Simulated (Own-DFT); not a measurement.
# One host, several defects: zincblende GaAs

Everything here is calculated. The program is Own-DFT (plane waves, in-house, since retired, never reviewed by a person); positions were held fixed, and spin and spin-orbit coupling were off.

All runs used: PBE; PseudoDojo norm-conserving scalar-relativistic files; cutoff 42 hartree; 3 x 3 x 3 k mesh centred on Gamma; Fermi-Dirac smearing of 0.1 eV.

Keep in mind (not all hold for every row): not probed for a lower state with spin; forces on such cells failed a check on a denser k mesh; forces not confirmed at this smearing and k mesh; forces on such cells passed a denser k mesh, each cell not checked; stress not checked against mesh or cutoff.

All runs share one cell, with vectors in Å (11.307, 0.000, 0.000); (0.000, 11.307, 0.000); (0.000, 0.000, 11.307) and a volume of 1445.4 Å³. Atoms were moved at random from their sites; u is the rms move along one axis. The defect's site can differ from row to row.

```
                    cell     formula   u (Å)  P (GPa)
               no defect    As32Ga32  0.0204     3.52
               no defect    As32Ga32  0.0207     3.52
               no defect    As32Ga32  0.0480     3.89
     one In on a Ga site  As32Ga31In  0.0297     4.32
     one In on a Ga site  As32Ga31In  0.0300     4.31
     one In on a Ga site  As32Ga31In  0.0498     4.62
two As on a Ga site each    As34Ga30  0.0274     4.79
two As on a Ga site each    As34Ga30  0.0299     4.80
two As on a Ga site each    As34Ga30  0.0301     4.74
        two Ga vacancies    As32Ga30  0.0300     2.98
        two Ga vacancies    As32Ga30  0.0312     3.04
        two Ga vacancies    As32Ga30  0.0316     2.94
     one As on a Ga site    As33Ga31  0.0295        ?
     one As on a Ga site    As33Ga31  0.0306     4.23
     one As on a Ga site    As33Ga31  0.0488     4.56
     one As on a Ga site    As33Ga31  0.0524     4.54
```

## Worked fit

P = P0 + c u² + a shift for each defect gives P0 = 3.44 GPa, c = 192 ± 16 GPa/Å² and a scatter of 0.04 GPa. The shifts, and each times the cell's volume:

- two As on a Ga site each: 1.17 ± 0.03 GPa, 10.6 eV (5.3 eV for each of its 2 sites)
- one In on a Ga site: 0.70 ± 0.03 GPa, 6.3 eV
- one As on a Ga site: 0.61 ± 0.04 GPa, 5.5 eV
- two Ga vacancies: -0.64 ± 0.03 GPa, -5.8 eV (-2.9 eV for each of its 2 sites)

Positive is outwards. The product with the volume (160.2 GPa Å³ to the eV) is nearly free of the cell's size; divided by the bulk modulus at the cell's pressure it gives the volume that the defect adds. The atoms around the defects weren't relaxed, which would change these numbers.

## The run left out

Question: what pressure belongs in the blank (one As on a Ga site, u = 0.0295 Å)?

The fit gives 4.22 ± 0.05 GPa. The run itself gave 4.24 GPa.
